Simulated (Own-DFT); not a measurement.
Hf$_{36}$O$_{71}$ (tetragonal hafnia with one neutral oxygen vacancy, atoms displaced) (calculated)

A calculation, not a measurement: plane-wave PBE and HSE06 DFT by an unreviewed code, no spin, of a simulated cell at Gamma alone, so results move with cell size and shape, stress positive in tension, energies less offsets, not probed for a lower state with spin; hafnium file: forces about 75 meV/angstrom off all-electron values; oxygen file: force components 24 meV/angstrom off all-electron in a glass; k mesh not checked against a denser one; forces and stress are PBE's, HSE06 gives the energy alone, and its difference from PBE has offsets of its own; offsets are fitted by least squares, one for each functional and potential file, so energies compare only between cells with the same atoms and settings and are not formation energies; the far tail of each file's local potential was reset to the Coulomb form; each entry is a single point on an unrelaxed cell, so the pressure reflects the starting lattice, taken from the Materials Project, from which strain is counted, and rises with the displacements; printed positions are rounded, which can move forces by about a meV/angstrom; the program is a retired in-house code; no spin-orbit coupling. Program: Own-DFT development build.

Settings shared by all entries: first functional PBE; second functional HSE06; exact exchange share 0.25; screening 0.11 1/bohr; exchange divergence Gygi-Baldereschi; potential files PseudoDojo norm-conserving, scalar-relativistic, made for PBE, standard set; wave cutoff 48 hartree; occupations fixed; k mesh 1 x 1 x 1 centred on Gamma.

(1) 
```cif
# cell vector a (Å): 10.7800 0.0000 0.0000
# cell vector b (Å): 0.0000 10.7800 0.0000
# cell vector c (Å): 0.0000 0.0000 10.4493
data_Hf36O71
_symmetry_space_group_name_H-M 'P 1'
_symmetry_Int_Tables_number 1
_cell_length_a 10.7800
_cell_length_b 10.7800
_cell_length_c 10.4493
_cell_angle_alpha 90.000
_cell_angle_beta 90.000
_cell_angle_gamma 90.000
_cell_volume 1214.30
loop_
_atom_site_label
_atom_site_type_symbol
_atom_site_fract_x
_atom_site_fract_y
_atom_site_fract_z
_atom_site_occupancy
Hf1 Hf 0.00081 0.99943 0.99983 1
Hf2 Hf 0.16788 0.16509 0.24783 1
O1 O 0.00190 0.16386 0.15130 1
O2 O 0.16535 0.99935 0.35183 1
O3 O 0.00331 0.16857 0.40372 1
O4 O 0.16253 0.00296 0.09969 1
Hf3 Hf 0.00148 0.99845 0.50347 1
Hf4 Hf 0.16888 0.16664 0.74882 1
O5 O 0.99911 0.16577 0.65507 1
O6 O 0.16883 0.99956 0.84629 1
O7 O 0.99701 0.16840 0.90124 1
O8 O 0.16957 0.00389 0.59543 1
Hf5 Hf 0.99589 0.32885 0.00257 1
Hf6 Hf 0.16540 0.49729 0.24990 1
O9 O 0.00650 0.50008 0.15164 1
O10 O 0.16262 0.33577 0.34488 1
O11 O 0.99876 0.49506 0.40223 1
O12 O 0.17083 0.33068 0.09054 1
Hf7 Hf 0.00086 0.33216 0.50008 1
Hf8 Hf 0.16597 0.49667 0.75066 1
O13 O 0.99939 0.50066 0.65246 1
O14 O 0.16772 0.32456 0.84535 1
O15 O 0.99962 0.49932 0.90320 1
O16 O 0.16745 0.33650 0.59913 1
Hf9 Hf 0.99531 0.66519 0.99681 1
Hf10 Hf 0.16548 0.82937 0.24879 1
O17 O 0.00122 0.83266 0.14893 1
O18 O 0.17021 0.66624 0.34648 1
O19 O 0.99872 0.83286 0.40462 1
O20 O 0.16568 0.66506 0.09465 1
Hf11 Hf 0.00506 0.66617 0.50146 1
Hf12 Hf 0.16762 0.83736 0.74864 1
O21 O 0.00261 0.82991 0.64676 1
O22 O 0.16956 0.66716 0.84616 1
O23 O 0.99617 0.83048 0.90416 1
O24 O 0.16990 0.66943 0.59788 1
Hf13 Hf 0.32875 0.99625 0.99890 1
Hf14 Hf 0.49820 0.16605 0.25216 1
O25 O 0.33150 0.16717 0.14929 1
O26 O 0.50215 0.00011 0.34688 1
O27 O 0.33445 0.17063 0.40395 1
O28 O 0.50073 0.99594 0.09925 1
Hf15 Hf 0.33586 0.00205 0.49186 1
Hf16 Hf 0.49956 0.16327 0.74913 1
O29 O 0.33351 0.16536 0.65351 1
O30 O 0.50058 0.99881 0.84807 1
O31 O 0.33188 0.16402 0.90052 1
O32 O 0.50232 0.99664 0.60275 1
Hf17 Hf 0.33495 0.33303 0.00409 1
Hf18 Hf 0.50024 0.49689 0.24814 1
O33 O 0.33737 0.50001 0.15672 1
O34 O 0.50203 0.33035 0.34882 1
O35 O 0.49768 0.33586 0.10073 1
Hf19 Hf 0.33500 0.34145 0.50168 1
Hf20 Hf 0.50003 0.50329 0.75212 1
O36 O 0.33134 0.50409 0.64798 1
O37 O 0.50098 0.33005 0.85255 1
O38 O 0.33424 0.50319 0.90596 1
O39 O 0.49913 0.33212 0.59860 1
Hf21 Hf 0.33472 0.66155 0.99628 1
Hf22 Hf 0.50103 0.82826 0.25120 1
O40 O 0.33164 0.83822 0.15576 1
O41 O 0.49856 0.67124 0.34376 1
O42 O 0.33446 0.83565 0.40507 1
O43 O 0.50288 0.66300 0.09499 1
Hf23 Hf 0.33305 0.66000 0.49676 1
Hf24 Hf 0.49637 0.83327 0.74868 1
O44 O 0.33596 0.83392 0.65531 1
O45 O 0.49939 0.66485 0.84758 1
O46 O 0.33418 0.83286 0.90314 1
O47 O 0.49971 0.66503 0.59299 1
Hf25 Hf 0.66325 0.99878 0.99596 1
Hf26 Hf 0.83462 0.17308 0.24520 1
O48 O 0.66328 0.16703 0.15138 1
O49 O 0.84286 0.99728 0.35347 1
O50 O 0.66137 0.16324 0.40484 1
O51 O 0.83362 0.99885 0.09778 1
Hf27 Hf 0.66860 0.99884 0.49759 1
Hf28 Hf 0.83163 0.16485 0.75670 1
O52 O 0.66358 0.16147 0.65384 1
O53 O 0.83684 0.00459 0.84509 1
O54 O 0.66794 0.16556 0.89953 1
O55 O 0.83570 0.00165 0.59705 1
Hf29 Hf 0.67220 0.33588 0.99710 1
Hf30 Hf 0.83926 0.49738 0.25013 1
O56 O 0.67014 0.50218 0.15370 1
O57 O 0.83872 0.33847 0.34857 1
O58 O 0.66605 0.49919 0.40207 1
O59 O 0.83937 0.32932 0.09853 1
Hf31 Hf 0.66969 0.33359 0.49787 1
Hf32 Hf 0.82565 0.50204 0.75161 1
O60 O 0.66215 0.49820 0.65284 1
O61 O 0.83484 0.33368 0.84953 1
O62 O 0.67172 0.50299 0.90017 1
O63 O 0.83862 0.33768 0.59992 1
Hf33 Hf 0.66518 0.66601 0.99062 1
Hf34 Hf 0.83957 0.83353 0.25113 1
O64 O 0.66778 0.83562 0.15074 1
O65 O 0.83186 0.66386 0.34915 1
O66 O 0.66702 0.83446 0.40295 1
O67 O 0.83519 0.66340 0.10206 1
Hf35 Hf 0.66507 0.66393 0.50132 1
Hf36 Hf 0.83668 0.83572 0.75300 1
O68 O 0.66238 0.83178 0.65417 1
O69 O 0.83577 0.66787 0.84445 1
O70 O 0.66767 0.83088 0.90435 1
O71 O 0.84096 0.66746 0.59237 1
_calc_PBE_energy_of_cell_above_offsets '-100.583'  # eV
_calc_HSE06_less_PBE_above_offsets '-0.110'  # eV
_calc_PBE_pressure 0.88  # GPa
_calc_PBE_stress_xx 0.29  # GPa
_calc_PBE_stress_yy -1.5  # GPa
_calc_PBE_stress_zz -1.44  # GPa
_calc_PBE_stress_yz -0.09  # GPa
_calc_PBE_stress_xz 0.22  # GPa
_calc_PBE_stress_xy 0  # GPa
```

Force:
```csv
element,x (eV/Å),y (eV/Å),z (eV/Å)
Hf,-0.542,0.127,0.186
Hf,-0.037,-0.281,0.803
O,-0.417,0.479,0.016
O,0.25,0.029,-0.91
O,-0.203,-0.17,-0.225
O,0.481,-0.131,-0.264
Hf,-0.032,0.588,-0.608
Hf,0.05,-0.425,-0.58
O,0.039,0.019,0.038
O,-0.481,-0.154,0.596
O,-0.06,-0.617,0.521
O,0.052,-0.47,0.312
Hf,2.148,0.617,-1.313
Hf,0.459,0.575,-0.145
O,-1.104,-0.442,-0.084
O,0.832,-0.434,0
O,0.356,1.169,-0.223
O,-1.095,0.23,0.808
Hf,0.31,-0.073,0.549
Hf,-0.946,0.041,-0.011
O,0.27,0.23,0.613
O,0.093,2.01,0.199
O,0.027,-0.488,0.019
O,0.325,-0.016,-0.386
Hf,0.808,-0.331,0.771
Hf,0.339,0.719,0.184
O,0.122,0.061,0.264
O,0.261,-0.725,0.241
O,0.381,-0.61,-0.586
O,0.35,0.162,-0.026
Hf,-0.338,-0.37,-0.222
Hf,0.522,-0.994,-0.45
O,-0.173,0.535,1.03
O,-0.104,-0.015,-0.322
O,-0.035,0.858,-0.715
O,0.111,-0.213,-0.329
Hf,0.876,0.58,0.504
Hf,-0.037,-0.455,-0.416
O,0.483,-0.103,0.42
O,-0.356,-0.13,0.22
O,-0.125,0.193,-0.469
O,-0.404,0.432,-0.751
Hf,0.047,-0.019,1.27
Hf,-0.473,0.102,-0.103
O,0.262,0.113,-0.168
O,0.249,-0.229,0.339
O,0.22,0.095,0.562
O,-0.401,0.165,-0.868
Hf,0.335,-1.01,-1.06
Hf,0.956,0.172,0.249
O,-1.055,0.03,0.216
O,-0.325,0.884,0.088
O,1.101,0.112,-0.189
Hf,0.035,-0.558,-0.096
Hf,-0.859,-1.42,-0.588
O,0.645,-0.263,0.198
O,0.262,1.1,-0.393
O,0.007,-1.561,-0.871
O,0.284,0.317,-0.222
Hf,-0.786,1.545,1.13
Hf,0.393,1.834,-1.013
O,-0.01,-0.279,-0.179
O,-0.285,-2.076,0.73
O,-0.051,-0.855,-0.098
O,-0.312,0.199,-0.234
Hf,-0.109,0.624,-0.054
Hf,0.284,0.897,-0.267
O,-0.77,-0.035,-0.081
O,0.284,0.148,-0.014
O,0.061,-0.35,0.021
O,-0.289,-0.272,0.444
Hf,-0.313,-0.239,1.432
Hf,-0.109,-1.678,0.906
O,0.83,0.449,0.096
O,-0.572,1.048,-1.051
O,0.757,1.039,-0.487
O,0.038,0.364,-0.353
Hf,-0.162,-0.271,0.883
Hf,0.235,0.762,-1.815
O,0.945,0.557,-0.075
O,-0.14,-1.63,0.713
O,0.28,0.531,0.558
O,-0.522,-0.4,0.546
Hf,-1.395,-0.826,0.443
Hf,-0.29,2.105,0.07
O,0.119,-0.879,-0.407
O,-0.785,-1.672,-0.024
O,-0.153,-0.156,0.233
O,-1.472,0,0.647
Hf,-0.434,-0.384,0.648
Hf,1.927,-0.584,-1.057
O,0.458,0.311,-0.046
O,-0.592,0.431,0.465
O,-0.151,-0.885,-0.458
O,-1.475,-0.133,-0.245
Hf,0.485,0.818,2.702
Hf,-1.123,-0.2,0.102
O,0.259,-0.273,0.428
O,0.193,0.097,-0.49
O,-0.062,-0.695,0.049
O,-0.256,0.058,-1.085
Hf,1.179,0.927,-0.598
Hf,-0.336,0.079,-1.389
O,1.282,-0.381,0.305
O,-0.303,-0.044,0.287
O,0.313,0.534,-0.721
O,-1.805,-0.196,0.793
```

(2) 
```cif
# cell vector a (Å): 10.7800 0.0000 0.0000
# cell vector b (Å): 0.0000 10.7800 0.0000
# cell vector c (Å): 0.0000 0.0000 10.4493
data_Hf36O71
_symmetry_space_group_name_H-M 'P 1'
_symmetry_Int_Tables_number 1
_cell_length_a 10.7800
_cell_length_b 10.7800
_cell_length_c 10.4493
_cell_angle_alpha 90.000
_cell_angle_beta 90.000
_cell_angle_gamma 90.000
_cell_volume 1214.30
loop_
_atom_site_label
_atom_site_type_symbol
_atom_site_fract_x
_atom_site_fract_y
_atom_site_fract_z
_atom_site_occupancy
Hf1 Hf 0.00205 0.99671 0.00226 1
Hf2 Hf 0.16564 0.16189 0.24891 1
O1 O 0.99814 0.17206 0.15521 1
O2 O 0.16974 0.99890 0.35027 1
O3 O 0.99373 0.16659 0.40344 1
O4 O 0.16438 0.00493 0.09612 1
Hf3 Hf 0.99946 0.99815 0.50156 1
Hf4 Hf 0.16692 0.16883 0.74997 1
O5 O 0.99559 0.16899 0.65236 1
O6 O 0.17084 0.99954 0.84526 1
O7 O 0.99853 0.16520 0.90174 1
O8 O 0.16562 0.00073 0.60255 1
Hf5 Hf 0.00315 0.33581 0.00341 1
Hf6 Hf 0.16589 0.49902 0.24691 1
O9 O 0.99878 0.49680 0.15148 1
O10 O 0.16856 0.33440 0.34825 1
O11 O 0.99657 0.50271 0.40467 1
O12 O 0.16508 0.33821 0.09977 1
Hf7 Hf 0.00205 0.33114 0.50049 1
Hf8 Hf 0.16609 0.49907 0.75083 1
O13 O 0.99519 0.49532 0.65489 1
O14 O 0.16901 0.33115 0.85242 1
O15 O 0.00457 0.50116 0.90380 1
O16 O 0.16845 0.33202 0.59915 1
Hf9 Hf 0.99983 0.66367 0.99962 1
Hf10 Hf 0.16823 0.83518 0.25349 1
O17 O 0.99608 0.83492 0.15175 1
O18 O 0.16598 0.67019 0.34680 1
O19 O 0.00168 0.83317 0.40061 1
O20 O 0.16334 0.67009 0.10085 1
Hf11 Hf 0.99798 0.67043 0.49474 1
Hf12 Hf 0.16635 0.83490 0.74931 1
O21 O 0.00048 0.83135 0.65284 1
O22 O 0.00115 0.83223 0.90418 1
O23 O 0.16418 0.67006 0.59987 1
Hf13 Hf 0.33382 0.99782 0.00089 1
Hf14 Hf 0.50350 0.16935 0.25070 1
O24 O 0.33351 0.16835 0.15011 1
O25 O 0.49780 0.00613 0.35196 1
O26 O 0.33450 0.16867 0.39747 1
O27 O 0.49689 0.00338 0.10040 1
Hf15 Hf 0.33726 0.99934 0.49776 1
Hf16 Hf 0.49993 0.16705 0.75150 1
O28 O 0.33372 0.16150 0.64886 1
O29 O 0.50420 0.99993 0.85061 1
O30 O 0.33597 0.16712 0.90208 1
O31 O 0.49957 0.99962 0.59742 1
Hf17 Hf 0.33259 0.33213 0.00290 1
Hf18 Hf 0.49543 0.49673 0.25094 1
O32 O 0.33730 0.50468 0.15287 1
O33 O 0.50031 0.32927 0.34548 1
O34 O 0.32949 0.50122 0.40289 1
O35 O 0.50291 0.33113 0.09626 1
Hf19 Hf 0.33517 0.33372 0.49787 1
Hf20 Hf 0.49826 0.50352 0.74617 1
O36 O 0.33432 0.49721 0.65253 1
O37 O 0.49667 0.33654 0.84946 1
O38 O 0.33410 0.50210 0.90293 1
O39 O 0.49905 0.33091 0.59931 1
Hf21 Hf 0.33191 0.67352 0.00078 1
Hf22 Hf 0.50043 0.83471 0.25261 1
O40 O 0.33058 0.83407 0.15603 1
O41 O 0.50173 0.66846 0.34955 1
O42 O 0.33515 0.82864 0.40344 1
O43 O 0.50250 0.66382 0.09987 1
Hf23 Hf 0.33393 0.67056 0.50111 1
Hf24 Hf 0.49860 0.82919 0.75149 1
O44 O 0.32888 0.83534 0.65094 1
O45 O 0.50134 0.66441 0.85039 1
O46 O 0.33359 0.83765 0.90240 1
O47 O 0.49953 0.66683 0.59680 1
Hf25 Hf 0.66663 0.99876 0.00148 1
Hf26 Hf 0.83498 0.16710 0.25258 1
O48 O 0.66097 0.16184 0.15351 1
O49 O 0.82912 0.00336 0.34845 1
O50 O 0.66920 0.16739 0.40257 1
O51 O 0.83450 0.00165 0.09607 1
Hf27 Hf 0.66654 0.99577 0.49993 1
Hf28 Hf 0.83691 0.16614 0.75313 1
O52 O 0.66364 0.16594 0.65550 1
O53 O 0.83037 0.00616 0.84908 1
O54 O 0.66378 0.16805 0.90524 1
O55 O 0.83422 0.99844 0.60354 1
Hf29 Hf 0.66683 0.33084 0.99811 1
Hf30 Hf 0.83525 0.50214 0.24463 1
O56 O 0.66338 0.50006 0.15361 1
O57 O 0.82935 0.33499 0.34442 1
O58 O 0.66286 0.49418 0.40821 1
O59 O 0.83238 0.33256 0.09385 1
Hf31 Hf 0.66370 0.33285 0.49802 1
Hf32 Hf 0.83164 0.49688 0.74842 1
O60 O 0.66774 0.50194 0.65543 1
O61 O 0.83692 0.33357 0.84945 1
O62 O 0.66887 0.49273 0.90131 1
O63 O 0.83133 0.33749 0.59647 1
Hf33 Hf 0.65956 0.66472 0.99560 1
Hf34 Hf 0.83356 0.83686 0.25271 1
O64 O 0.66289 0.83200 0.15166 1
O65 O 0.83848 0.66282 0.34193 1
O66 O 0.66787 0.83297 0.40268 1
O67 O 0.83699 0.65781 0.10012 1
Hf35 Hf 0.66276 0.66631 0.50126 1
Hf36 Hf 0.83816 0.83163 0.75183 1
O68 O 0.66590 0.83873 0.65354 1
O69 O 0.83129 0.66707 0.85219 1
O70 O 0.66426 0.83590 0.90476 1
O71 O 0.83459 0.66642 0.59973 1
_calc_PBE_energy_of_cell_above_offsets '-101.090'  # eV
_calc_HSE06_less_PBE_above_offsets '-0.145'  # eV
_calc_PBE_pressure 0.69  # GPa
_calc_PBE_stress_xx -0.13  # GPa
_calc_PBE_stress_yy -0.69  # GPa
_calc_PBE_stress_zz -1.26  # GPa
_calc_PBE_stress_yz -0.01  # GPa
_calc_PBE_stress_xz 0.4  # GPa
_calc_PBE_stress_xy -0.01  # GPa
```

Force:
```csv
element,x (eV/Å),y (eV/Å),z (eV/Å)
Hf,-0.897,0.647,-0.663
Hf,0.771,0.999,0.114
O,0.676,-0.237,-0.093
O,-0.179,0.198,-0.004
O,0.44,-0.556,-0.1
O,0.486,-0.151,0.638
Hf,0.024,0.609,0.794
Hf,0.145,-0.483,-0.135
O,1.074,0.062,-0.258
O,-0.279,0.193,0.39
O,0.439,0.024,0.442
O,-0.357,-0.027,-1.05
Hf,-1.099,-0.733,-0.695
Hf,0.18,0.076,0.649
O,0.831,-0.084,-0.106
O,-0.438,-0.364,-0.232
O,0.56,-0.614,-0.199
O,0.719,0.055,0.313
Hf,-0.76,0.882,0.285
Hf,-0.155,0.364,0.168
O,1.424,0.067,0.068
O,-0.112,0.423,-0.342
O,0.575,0.072,-0.27
O,-0.085,-0.079,-0.023
Hf,-0.654,0.321,0.247
Hf,-0.952,-0.753,-0.536
O,0.671,0.329,0.448
O,-0.007,-0.472,0.053
O,-0.418,0.868,-0.1
O,0.601,-0.205,-0.845
Hf,0.054,-1.142,0.868
Hf,-0.181,-0.492,0.099
O,-0.05,0.284,-0.112
O,0.208,-0.013,-0.499
O,0.263,-0.446,-0.084
Hf,0.373,1.719,-0.111
Hf,-0.808,-0.618,-0.607
O,-0.617,0.161,0.26
O,0.107,-1.481,-0.124
O,-0.429,-0.366,0.567
O,0.067,-0.728,-0.087
Hf,-0.359,1.078,0.663
Hf,0.013,0.256,0.214
O,-0.128,0.196,0.269
O,-0.443,-0.547,-0.436
O,-0.195,-0.316,0.13
O,-0.002,-0.413,-0.073
Hf,0.752,-0.064,-0.699
Hf,1.437,0.486,-0.091
O,-1.235,-0.281,-0.115
O,-0.267,1.163,0.647
O,0.417,0.186,-0.02
O,-0.862,0.218,0.436
Hf,-0.342,-0.424,0.237
Hf,0.189,-1.666,0.901
O,-0.481,0.341,-0.102
O,-0.079,-0.077,-0.602
O,-0.707,0.596,0.319
O,-0.084,0.324,-0.335
Hf,-0.141,-1.417,0.211
Hf,0.142,0.173,-0.27
O,0.547,0.025,-0.449
O,0.038,-0.325,-0.003
O,0.025,1.118,-0.355
O,-0.99,0.627,-0.247
Hf,-1.003,-1.085,0.102
Hf,0.433,1.588,-0.08
O,1.051,-0.331,0.174
O,0.121,0.59,-0.065
O,0.007,-1.093,-0.192
O,-0.133,0.224,0.668
Hf,-0.375,0.83,-0.099
Hf,-1.05,0.946,-0.409
O,1.648,0.037,0.013
O,0.3,-1.043,0.273
O,-0.203,-0.437,0.175
O,-0.012,-0.188,0.463
Hf,0.123,1.329,0.898
Hf,-1.054,0.612,-0.172
O,0.68,-0.068,-0.028
O,0.166,-1.701,0.171
O,0,-0.375,-0.179
O,0.178,-0.162,-0.909
Hf,0.028,0.239,0.29
Hf,-0.965,-0.638,0.078
O,0.055,0.017,0.287
O,0.343,-0.165,-0.06
O,-0.206,1.769,-0.339
O,0.186,-0.061,0.316
Hf,0.861,-0.83,0.769
Hf,-0.014,-0.008,0.464
O,-0.812,0.367,-0.405
O,0.107,-0.065,-0.35
O,-0.166,1.349,0.008
O,-0.002,-0.227,-0.247
Hf,1.586,-0.637,0.664
Hf,-0.358,-0.635,-0.867
O,0.767,0.253,0.42
O,-0.444,1.385,0.881
O,-0.007,-0.28,-0.186
O,-0.964,0.481,-0.652
Hf,1.012,-0.837,-0.182
Hf,-0.838,0.36,0.135
O,-0.035,-0.635,0.145
O,0.045,-0.026,-0.514
O,-0.012,-0.882,-0.273
O,-0.494,0.463,-0.538
```

(3) 
```cif
# cell vector a (Å): 10.7800 0.0000 0.0000
# cell vector b (Å): 0.0000 10.7800 0.0000
# cell vector c (Å): 0.0000 0.0000 10.4493
data_Hf36O71
_symmetry_space_group_name_H-M 'P 1'
_symmetry_Int_Tables_number 1
_cell_length_a 10.7800
_cell_length_b 10.7800
_cell_length_c 10.4493
_cell_angle_alpha 90.000
_cell_angle_beta 90.000
_cell_angle_gamma 90.000
_cell_volume 1214.30
loop_
_atom_site_label
_atom_site_type_symbol
_atom_site_fract_x
_atom_site_fract_y
_atom_site_fract_z
_atom_site_occupancy
Hf1 Hf 0.99778 0.00233 0.99760 1
Hf2 Hf 0.16547 0.16698 0.25188 1
O1 O 0.00154 0.16549 0.15202 1
O2 O 0.16366 0.99851 0.34735 1
O3 O 0.00631 0.16442 0.40580 1
O4 O 0.16691 0.00121 0.09871 1
Hf3 Hf 0.99937 0.99403 0.50110 1
Hf4 Hf 0.16784 0.16645 0.74769 1
O5 O 0.99812 0.16857 0.65681 1
O6 O 0.16796 0.99864 0.85016 1
O7 O 0.99786 0.16800 0.90309 1
O8 O 0.16635 0.00646 0.59516 1
Hf5 Hf 0.99894 0.32891 0.99997 1
Hf6 Hf 0.16841 0.50174 0.25321 1
O9 O 0.99773 0.50024 0.14879 1
O10 O 0.16914 0.33491 0.35083 1
O11 O 0.99669 0.49383 0.40350 1
O12 O 0.16685 0.33442 0.09866 1
Hf7 Hf 0.99900 0.33521 0.49602 1
Hf8 Hf 0.16877 0.50462 0.75128 1
O13 O 0.99986 0.49855 0.65053 1
O14 O 0.16688 0.33144 0.85244 1
O15 O 0.99916 0.49915 0.90053 1
O16 O 0.16414 0.33725 0.59556 1
Hf9 Hf 0.99891 0.66904 0.00264 1
Hf10 Hf 0.16082 0.83240 0.24257 1
O17 O 0.00032 0.83364 0.14905 1
O18 O 0.16616 0.66576 0.35202 1
O19 O 0.99753 0.83365 0.40045 1
O20 O 0.16853 0.66724 0.09500 1
Hf11 Hf 0.99706 0.66543 0.49939 1
Hf12 Hf 0.16402 0.83498 0.75189 1
O21 O 0.00278 0.83378 0.64682 1
O22 O 0.16503 0.66327 0.84388 1
O23 O 0.99783 0.83331 0.90495 1
O24 O 0.16352 0.66815 0.59610 1
Hf13 Hf 0.33150 0.00334 0.00002 1
Hf14 Hf 0.50558 0.16372 0.24491 1
O25 O 0.33310 0.16414 0.15015 1
O26 O 0.49754 0.99832 0.34754 1
O27 O 0.33570 0.16542 0.40166 1
O28 O 0.49519 0.99974 0.09466 1
Hf15 Hf 0.33623 0.99923 0.49898 1
Hf16 Hf 0.49598 0.16685 0.74729 1
O29 O 0.33408 0.16675 0.65094 1
O30 O 0.50624 0.00227 0.84850 1
O31 O 0.33496 0.16923 0.90633 1
O32 O 0.49823 0.99786 0.59473 1
Hf17 Hf 0.32987 0.33196 0.00134 1
Hf18 Hf 0.49838 0.50360 0.25161 1
O33 O 0.33209 0.50010 0.15353 1
O34 O 0.50227 0.33278 0.34863 1
O35 O 0.33081 0.49865 0.39980 1
O36 O 0.50300 0.33407 0.09789 1
Hf19 Hf 0.33801 0.33325 0.49565 1
Hf20 Hf 0.50093 0.50416 0.74970 1
O37 O 0.33533 0.49712 0.65502 1
O38 O 0.50468 0.33327 0.85384 1
O39 O 0.33026 0.50450 0.90045 1
O40 O 0.49943 0.33455 0.59615 1
Hf21 Hf 0.33304 0.66645 0.99852 1
Hf22 Hf 0.50430 0.83697 0.24874 1
O41 O 0.33074 0.83668 0.15368 1
O42 O 0.50224 0.66788 0.34889 1
O43 O 0.33336 0.83365 0.40712 1
O44 O 0.50049 0.66071 0.09740 1
Hf23 Hf 0.33216 0.66674 0.50073 1
Hf24 Hf 0.50065 0.83092 0.75060 1
O45 O 0.33336 0.83486 0.65105 1
O46 O 0.50035 0.66966 0.84821 1
O47 O 0.32915 0.83369 0.90258 1
O48 O 0.50532 0.66923 0.58825 1
Hf25 Hf 0.66276 0.99473 0.00363 1
Hf26 Hf 0.83541 0.16973 0.25250 1
O49 O 0.66524 0.16900 0.15213 1
O50 O 0.83029 0.00122 0.34685 1
O51 O 0.67144 0.16867 0.40321 1
O52 O 0.83811 0.00092 0.09591 1
Hf27 Hf 0.66894 0.99942 0.50151 1
Hf28 Hf 0.83197 0.16837 0.75094 1
O53 O 0.66410 0.16942 0.65249 1
O54 O 0.83615 0.99840 0.84828 1
O55 O 0.66314 0.17317 0.89872 1
O56 O 0.82790 0.00199 0.59973 1
Hf29 Hf 0.66676 0.33215 0.00208 1
Hf30 Hf 0.83872 0.50513 0.24704 1
O57 O 0.66230 0.49906 0.14950 1
O58 O 0.83401 0.33715 0.34818 1
O59 O 0.66624 0.50245 0.40433 1
O60 O 0.83515 0.33365 0.09717 1
Hf31 Hf 0.66912 0.33033 0.50049 1
Hf32 Hf 0.83590 0.50321 0.75039 1
O61 O 0.66968 0.50509 0.65583 1
O62 O 0.66476 0.50446 0.90129 1
O63 O 0.83330 0.33395 0.59326 1
Hf33 Hf 0.66749 0.66955 0.00308 1
Hf34 Hf 0.83383 0.83646 0.24957 1
O64 O 0.66788 0.83048 0.15275 1
O65 O 0.83210 0.66701 0.34952 1
O66 O 0.66853 0.83341 0.40042 1
O67 O 0.83232 0.66673 0.09351 1
Hf35 Hf 0.66871 0.66737 0.49857 1
Hf36 Hf 0.83314 0.83797 0.74460 1
O68 O 0.66788 0.83163 0.65068 1
O69 O 0.82974 0.66673 0.84873 1
O70 O 0.66702 0.83737 0.90647 1
O71 O 0.83237 0.66974 0.59784 1
_calc_PBE_energy_of_cell_above_offsets '-100.903'  # eV
_calc_HSE06_less_PBE_above_offsets '-0.137'  # eV
_calc_PBE_pressure 0.88  # GPa
_calc_PBE_stress_xx -1.16  # GPa
_calc_PBE_stress_yy 0.12  # GPa
_calc_PBE_stress_zz -1.6  # GPa
_calc_PBE_stress_yz -0.98  # GPa
_calc_PBE_stress_xz 0.17  # GPa
_calc_PBE_stress_xy 0.07  # GPa
```

Force:
```csv
element,x (eV/Å),y (eV/Å),z (eV/Å)
Hf,0.608,-0.036,0.027
Hf,0.573,-0.189,0.262
O,-0.35,0.181,0.25
O,-0.041,-0.331,-0.362
O,-0.667,0.008,-0.407
O,-0.509,-0.133,-0.263
Hf,0.672,1.078,-0.09
Hf,-0.523,0.696,-0.18
O,0.025,-0.328,0.07
O,-0.186,0.596,-0.421
O,-0.333,-0.39,-0.21
O,-0.12,-0.34,0.38
Hf,0.42,1.163,-0.36
Hf,0.101,-0.655,-0.349
O,0.868,0.487,0.513
O,-0.216,-0.171,-0.728
O,0.081,1.997,-0.927
O,-0.239,-0.113,0.361
Hf,0.598,-0.972,1.364
Hf,-0.552,-1.946,-0.546
O,-0.061,0.52,0.061
O,0.263,0.149,-0.586
O,-0.372,0.079,0.356
O,0.757,-0.43,0.102
Hf,0.051,-0.991,-1.075
Hf,1.561,0.511,1.22
O,-0.767,-0.338,0.034
O,-0.317,0.293,-0.713
O,-0.231,-0.368,-0.332
O,-0.565,0.116,0.393
Hf,0.283,-0.421,0.171
Hf,0.906,-0.386,-0.198
O,-0.627,0.408,0.401
O,-0.158,1.665,0.524
O,0.413,-0.027,-0.646
O,0.416,-0.208,0.217
Hf,-0.755,-0.385,0.048
Hf,-1.703,1.257,0.883
O,0.204,0.19,0.346
O,0.542,0.361,-0.372
O,-0.172,0.071,-0.054
O,1.268,-0.222,0.73
Hf,-0.755,0.009,-0.296
Hf,1.085,0.897,0.925
O,-0.377,0.035,0.146
O,-0.374,-0.606,-0.335
O,-0.059,-0.631,-0.863
O,0.863,0.141,0.38
Hf,0.794,0.768,-0.004
Hf,0.647,-0.622,-0.215
O,-0.115,0.095,-0.063
O,-0.176,-0.225,-0.373
O,0.237,0.628,0.235
O,-1.139,-0.35,0.263
Hf,-0.836,-0.272,0.36
Hf,0.875,-1.325,0.533
O,-0.071,0.66,-0.463
O,-0.774,0.547,-1.239
O,0.181,-0.609,0.27
O,0.404,0.029,0.324
Hf,0.449,0.102,0.279
Hf,-1.601,-1.032,0.719
O,0.638,-0.277,0.181
O,-0.287,0.5,-0.647
O,0.054,-0.409,-0.362
O,-0.476,0.701,-0.043
Hf,0.074,0.337,-0.28
Hf,-0.297,0.876,-0.405
O,-0.219,-0.3,0.748
O,-0.138,0.09,-0.241
O,0.271,0.001,-0.076
O,-1.373,-0.068,1.378
Hf,0.54,1.764,-1.076
Hf,-0.057,0.349,-0.211
O,1.207,-0.567,-0.108
O,0.183,-0.028,0.022
O,-0.109,-0.885,-0.337
O,-1.331,-0.207,0.51
Hf,-0.874,0.165,-0.347
Hf,-0.206,0.785,0.327
O,0.17,-0.206,-0.218
O,-0.097,0.459,-0.251
O,1.14,-1.432,0.651
O,1.057,-0.407,-0.052
Hf,-0.578,1.123,-0.828
Hf,-1.586,-0.81,0.14
O,1.279,0.333,0.74
O,0.025,-0.556,-0.603
O,0.024,-0.509,0.014
O,-0.157,-0.29,-0.147
Hf,-0.63,1.099,-0.058
Hf,-0.132,-0.704,0.502
O,-0.422,-0.16,-0.21
O,0.375,-0.541,0.45
O,0.003,-0.211,0.782
Hf,-0.327,-1.411,-0.939
Hf,0.182,-0.189,0.5
O,0.036,0.611,-0.3
O,0.51,0.354,-0.624
O,0.037,0.541,-0.168
O,0.381,0.116,1.089
Hf,0.044,-0.604,-0.279
Hf,0.101,-0.965,0.776
O,-0.359,0.374,0.41
O,0.307,0.97,-0.411
O,-0.125,-0.643,-0.49
O,0.744,0.155,0.011
```
